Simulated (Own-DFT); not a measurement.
# Stretching a layer in its plane: diamond-structure SiGeSn with randomly placed atoms, 64 atoms (Ge40Si16Sn8)

The numbers are computed, not measured, by runs of the plane-wave DFT program Own-DFT (in-house, retired, unreviewed) at fixed positions, with no spin and no spin-orbit coupling.

Settings: PBE; PseudoDojo norm-conserving scalar-relativistic files; cutoff 49 hartree; 3 x 3 x 3 k mesh centred on Gamma; Fermi-Dirac smearing of 0.1 eV.

Known weak points: forces on such cells moved up to 12 meV/angstrom on a denser k mesh; stress not checked against mesh or cutoff.

Unstrained cell vectors in Å: (11.410, 0.000, 0.000); (0.000, 11.410, 0.000); (0.000, 0.000, 11.410). The unstrained cell has measured lattice constants (interpolated for alloys), not those of this functional. That, the random moves and any unrelaxed bonds set the pressure at no strain. Each run strains x and y alike by e, as a substrate would, and holds the height along z. Random moves of width 0.05 Å per axis were added to every atom. The random placing of the alloy's atoms differs from row to row. Stress is positive in tension.

| e (%) | u (Å) | (s_xx + s_yy)/2 (GPa) | s_zz (GPa) |
|---|---|---|---|
| -3.00 | 0.052 | -11.07 | -8.92 |
| -2.50 | 0.050 | -9.69 | -7.96 |
| -2.00 | 0.049 | -8.94 | -7.82 |
| -1.25 | 0.053 | ? | ? |
| 0.25 | 0.050 | -4.43 | -4.38 |
| 0.75 | 0.050 | -3.61 | -4.37 |
| 1.25 | 0.052 | -2.40 | -3.26 |
| 1.50 | 0.050 | -2.42 | -3.23 |
| 2.00 | 0.051 | -1.35 | -2.74 |
| 2.25 | 0.048 | -1.14 | -2.48 |

## Worked fit

With e as a fraction, the in-plane stress is -4.9 + 184 e - 666 e² GPa (errors 4 and 266, scatter 0.18), and s_zz is -4.9 + 120 e - 418 e² GPa (slope ± 5, scatter 0.25). At e = 0 the first slope is C11 + C12 and the second 2 C12, both with the ions held to the strained lattice and at the cell's own pressure. A free layer would change its height as e changes, and the in-plane slope would drop by 2 C12²/C11 to the biaxial modulus. At fixed height, a misfit of 1 % moves the in-plane stress by about 1.8 GPa and s_zz by 1.2 GPa.

## The run left out

Asked: what are the two stresses at e = -1.25 %?

From the fit: -7.3 and -6.5 GPa. The run itself gave -7.27 and -6.37 GPa.
